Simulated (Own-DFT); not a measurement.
# Reading a pressure off an energy slope: alpha-quartz SiO2, 70 atoms (O46Si24), with two O vacancies

All values are computed. Each geometry was run twice at fixed positions with Own-DFT, a retired in-house plane-wave program that no person has reviewed: with PBE, and with HSE06 (exact exchange share 0.25 at short range, screening 0.11 per bohr, Gygi-Baldereschi treatment of its divergence). Both used PseudoDojo norm-conserving files made for PBE, a cutoff of 48 hartree, the Gamma point alone, fixed occupations, a neutral cell and no spin. One k point on a cell 8.5 Å thick isn't converged, and results move with the size of the cell. The oxygen file's force components were 24 meV/Å off all-electron values in a glass.

Unstrained cell vectors in Å: (9.827, 0.000, 0.000); (-4.913, 8.510, 0.000); (0.000, 0.000, 10.810), volume V0 = 904.1 Å³, from measured lattice constants. Each geometry has its own random strain of a few per cent, its own defect sites and random moves of rms u per axis. HSE06 gave the energy alone. D is its energy less that of PBE, over the lowest D shown. The PBE stress wasn't checked against mesh or cutoff.

```
run,V - V0 (Å³),u (Å),P with PBE (GPa),D (eV)
1,-3.9,0.0280,8.08,0.513
2,-8.3,0.0303,8.83,0.454
3,10.8,0.0293,4.43,0.988
4,23.9,0.0285,2.53,1.227
5,0.3,0.0300,7.35,0.662
6,-3.9,0.0301,7.74,0.581
7,30.8,0.0284,1.53,1.441
8,5.2,0.0329,6.10,0.794
9,1.4,0.0287,7.10,0.659
10,-19.8,0.0297,13.17,0.017
11,-19.8,0.0316,12.63,0.000
12,0.3,0.0294,7.00,0.602
13,4.0,0.0288,7.85,0.590
14,11.3,0.0297,5.20,?
```

## Worked fit

D = 0.61 + 0.0276 (V - V0) eV, with an error of 0.0013 on the volume slope and a scatter of 0.07 eV. Pressure is -dE/dV, and 1 eV/Å³ is 160.2 GPa, so HSE06 changes the pressure by -4.4 ± 0.2 GPa. Turning this into a change of volume would need the relaxed stiffness: quartz yields by tilting its tetrahedra, which these fixed-ion runs don't allow.

## Test on the hidden row

Q: what D should run 14 give?

Estimate: 0.92 eV, with rows scattering by 0.07. Computed: 0.884 eV.
